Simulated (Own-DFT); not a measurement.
Si3N4 (beta silicon nitride, strained, atoms displaced) (calculated)

A calculation, not a measurement: plane-wave PBE density functional theory by an unreviewed code, no spin, of a simulated periodic cell, stress positive in tension, free energy of the whole cell less one offset for each atom, forces on such cells moved up to 12 meV/angstrom on a denser k mesh; offsets are fitted by least squares, one for each functional and potential file, so energies compare only between cells with the same atoms and settings and are not formation energies; the far tail of each file's local potential was reset to the Coulomb form; each entry is a single point on an unrelaxed cell, so the pressure reflects the starting lattice, mostly measured values (interpolated for alloys), from which strain is counted, and rises with the displacements; printed positions are rounded, which can move forces by about a meV/angstrom; the program, named Own-DFT, is a retired in-house code; no spin-orbit coupling; before rounding, a Quantum ESPRESSO 7.3.1 run of the same cell and cutoff gave forces within 1 meV/angstrom rms on each cell, which checks the program and not the settings. Program: Own-DFT development build.

```xyz
112
Lattice="15.4984 0.2792 -0.1550 -7.5074 13.2112 0.2138 -0.0593 0.0602 5.7222" Properties=species:S:1:pos:R:3:force_x:R:1:force_y:R:1:force_z:R:1 formula=Si3N4 functional=PBE potential_files=PseudoDojo_norm-conserving,scalar-relativistic,standard_set wave_cutoff=42 occupations=Fermi-Dirac smearing_width=0.1 k_mesh=2_x_2_x_4_centred_on_Gamma free_energy_of_cell_above_offsets=-5.753 pressure=5.39 stress_xx=3.16 stress_yy=0.17 stress_zz=-19.51 stress_yz=3.35 stress_xz=-4.4 stress_xy=6.07
Si    -1.6517     5.0434     0.8259      3.443      1.575     -1.921
Si     0.3331     2.6927     0.6861     -5.311      2.323      3.208
Si     1.4147     5.5497     0.8094      0.009     -0.705     -1.371
Si     5.4615     1.5366     2.1022     -0.847      7.092      0.113
Si     3.6254     4.1814     2.0967       3.99       -4.4      3.026
Si     2.4302     1.2010     2.1199      2.675      2.085      1.451
N      2.4668     0.2890     0.7156     -0.476     -1.349     -1.134
N      6.3711     2.0806     0.6585       1.44      0.244      1.867
N      2.8848     4.5378     0.7493     -2.504      1.418     -4.165
N      1.5357     6.4768     2.2341      0.012      2.976     -1.401
N     -2.4256     4.6940     2.2935     -2.556      -0.99     -2.522
N      1.0742     2.2045     2.1397     -1.434      0.556      1.086
N      0.0459     4.4966     0.6837     -0.228     -0.816      1.463
N      3.8488     2.3269     2.0760      0.389      -0.52      0.129
Si    -1.5764     5.1978     3.5788      2.443     -0.869      5.182
Si     0.1748     2.7435     3.5948     -0.501     -1.275     -2.687
Si     1.4763     5.5583     3.6029     -0.718     -1.332      2.802
Si     5.5277     1.6987     4.9868     -2.384      1.377      -1.88
Si     3.6918     4.1380     5.0041      0.589     -2.303      0.547
Si     2.3771     1.2972     4.9969      2.292      1.181     -0.711
N      2.5085     0.2892     3.5853      -1.03     -0.428      0.052
N      6.2935     2.2314     3.5187      1.457     -1.002     -0.346
N      2.8855     4.5244     3.5679     -1.151      1.348      0.406
N      1.5205     6.5461     5.0937     -0.082      1.058     -1.099
N     -2.4077     4.6529     5.0839     -2.652      0.077     -1.241
N      0.9206     2.3698     5.0004      4.895     -3.924     -0.866
N      0.0990     4.3699     3.7005     -1.725      5.378     -1.558
N      3.8974     2.3390     4.9433     -1.597      0.703       0.57
Si    -5.2394    11.7650     0.9145     -2.149     -1.267     -0.851
Si    -3.4780     9.2942     0.9094     -3.148      2.149     -3.948
Si    -2.1939    12.1878     0.9473      -2.94     -1.298     -2.737
Si     1.8104     8.3404     2.1547     -1.896     -2.337      2.262
Si    -0.0950    10.6238     2.1777      2.363     -1.172      4.134
Si    -1.2813     7.8567     2.3312        0.3      1.602     -4.505
N     -1.2898     6.9284     0.7731     -0.736     -3.435      4.794
N      2.6448     8.7318     0.7642      1.618      1.462     -0.047
N     -0.8698    11.1148     0.8581     -0.407      0.997     -3.002
N     -2.2034    13.1513     2.3406      0.136     -2.786     -0.586
N     -6.1317    11.2591     2.3894     -2.394     -0.324     -3.781
N     -2.7483     8.9000     2.2562      3.854      -2.59      3.909
N     -3.7270    11.0414     0.9101      3.288       1.04     -0.353
N      0.1329     8.8924     2.1838      0.583      0.714      0.311
Si    -5.3290    11.7501     3.7089      1.157      0.721      2.817
Si    -3.5099     9.3310     3.7226     -2.013      1.994      0.193
Si    -2.3102    12.2310     3.7440     -0.924     -2.865      1.599
Si     1.7437     8.3391     5.1112     -1.396     -1.838     -2.508
Si    -0.0535    10.6814     5.0999     -0.569     -0.355       0.24
Si    -1.3076     7.8437     5.1483      0.677      3.348     -1.677
N     -1.2943     6.9481     3.6809     -0.422     -2.388      1.304
N      2.6002     8.7789     3.6232     -0.966     -0.504      0.441
N     -0.9070    11.0489     3.6808     -0.792      1.981     -0.867
N     -2.2133    13.2349     5.1688      0.184     -2.873      0.676
N     -6.1390    11.2216     5.1271     -1.054      0.225      2.282
N     -2.7314     8.9117     5.1753      1.004     -0.861     -0.465
N     -3.7306    11.1195     3.6454      1.962     -0.128      0.881
N      0.1063     8.9891     5.1101      0.294     -1.286       0.03
Si     6.2121     5.2921     0.7219     -0.219     -0.884     -1.285
Si     7.9235     2.8754     0.6656       1.55     -1.829      0.833
Si     9.2599     5.7300     0.7878     -2.307     -2.152     -4.468
Si    13.2578     1.8764     2.0799     -1.358     -2.903     -4.936
Si    11.4343     4.2315     2.0038       2.37     -3.691      4.223
Si    10.1817     1.2981     2.0390      2.011      2.245     -0.004
N     10.1631     0.4108     0.6366     -0.553     -2.824      -1.41
N     14.0687     2.3274     0.5776      1.755      0.193     -0.128
N     10.6186     4.7363     0.7364     -0.149     -0.127     -4.906
N      9.2834     6.6676     2.0836      -0.38      0.525      3.602
N      5.2900     4.7869     2.0504      0.443      0.954      2.016
N      8.8529     2.3907     2.1627     -0.778     -0.381     -2.448
N      7.8416     4.5399     0.7830     -0.398      3.374     -0.494
N     11.6007     2.3911     2.0267      -0.03      2.287      0.296
Si     6.1874     5.3454     3.5169     -1.245      -3.06      0.256
Si     7.9834     2.7709     3.5131     -1.815      2.603      1.396
Si     9.1700     5.6565     3.5835      0.241      0.239     -1.091
Si    13.1982     1.7931     4.7622      0.877     -1.293      5.831
Si    11.2926     4.1724     4.8962      4.199     -0.979       2.46
Si    10.1899     1.3901     4.8635      2.248      1.269      3.986
N     10.2976     0.4643     3.5253     -1.798     -2.801     -1.744
N     14.0530     2.2969     3.4672      2.725      0.887     -1.137
N     10.6499     4.6870     3.4827     -2.172      1.304     -0.946
N      9.1968     6.7053     4.9313      0.141     -1.012      1.957
N      5.2993     4.8017     4.9708      1.135      1.498      0.123
N      8.8282     2.4093     4.9871      -1.43      0.802     -0.254
N      7.7852     4.6528     3.5891     -0.032     -1.225     -0.175
N     11.6948     2.4367     4.9323     -4.831      1.825     -0.476
Si     2.4427    11.7187     0.8861      3.134      3.882     -3.441
Si     4.2980     9.4933     0.7412      -0.31     -0.041     -0.334
Si     5.4328    12.2594     0.7657      1.671     -0.495      1.152
Si     9.5269     8.3482     2.1826     -0.609      2.287     -1.405
Si     7.6782    10.8421     2.1485       1.84     -0.575      3.404
Si     6.4425     7.9652     2.1660      1.088      3.945     -1.597
N      6.3326     7.0676     0.7391      1.065     -2.608     -0.819
N     10.3940     8.8659     0.7148      0.713       -0.6      1.084
N      6.8880    11.2752     0.7917     -0.148     -0.621     -2.844
N      5.5259    13.2259     2.0874      0.185      2.083      5.192
N      1.6477    11.4314     2.2494     -5.075     -1.965      1.554
N      4.9915     8.9247     2.1688      0.615       0.09      1.224
N      4.1220    11.2375     0.8364     -2.622     -2.689     -0.631
N      7.9509     9.1011     2.1623     -1.814     -1.459      0.274
Si     2.2435    11.9828     3.7173      5.863     -0.138     -1.116
Si     4.1676     9.4700     3.6621     -0.129      2.215     -3.067
Si     5.4490    12.2529     3.6436     -1.894      1.522     -0.291
Si     9.5298     8.4021     5.0511      0.115      0.661     -1.651
Si     7.7271    10.6828     5.0737     -0.334      4.424     -0.089
Si     6.5062     7.9287     4.9861     -0.673      2.866      0.145
N      6.3774     7.0331     3.5090      0.547     -0.668      2.611
N     10.3287     8.9051     3.5534      1.744      -0.27      1.511
N      6.8429    11.3138     3.6896      1.842     -1.605     -1.028
N      5.4398    13.2736     5.1938      0.384      1.562     -5.874
N      1.5487    11.4070     5.0819     -1.823     -0.511       2.85
N      4.9717     8.9716     4.9917      2.631     -1.178      2.422
N      3.9835    11.2275     3.6311     -0.615      0.276      0.571
N      7.9338     9.0505     5.0788     -1.639      -2.64     -0.432
```

Units: wave_cutoff in hartree; smearing_width, free_energy_of_cell_above_offsets in eV; pressure, stress_xx, stress_yy, stress_zz, stress_yz, stress_xz, stress_xy in GPa; force_x, force_y, force_z in eV/Å.
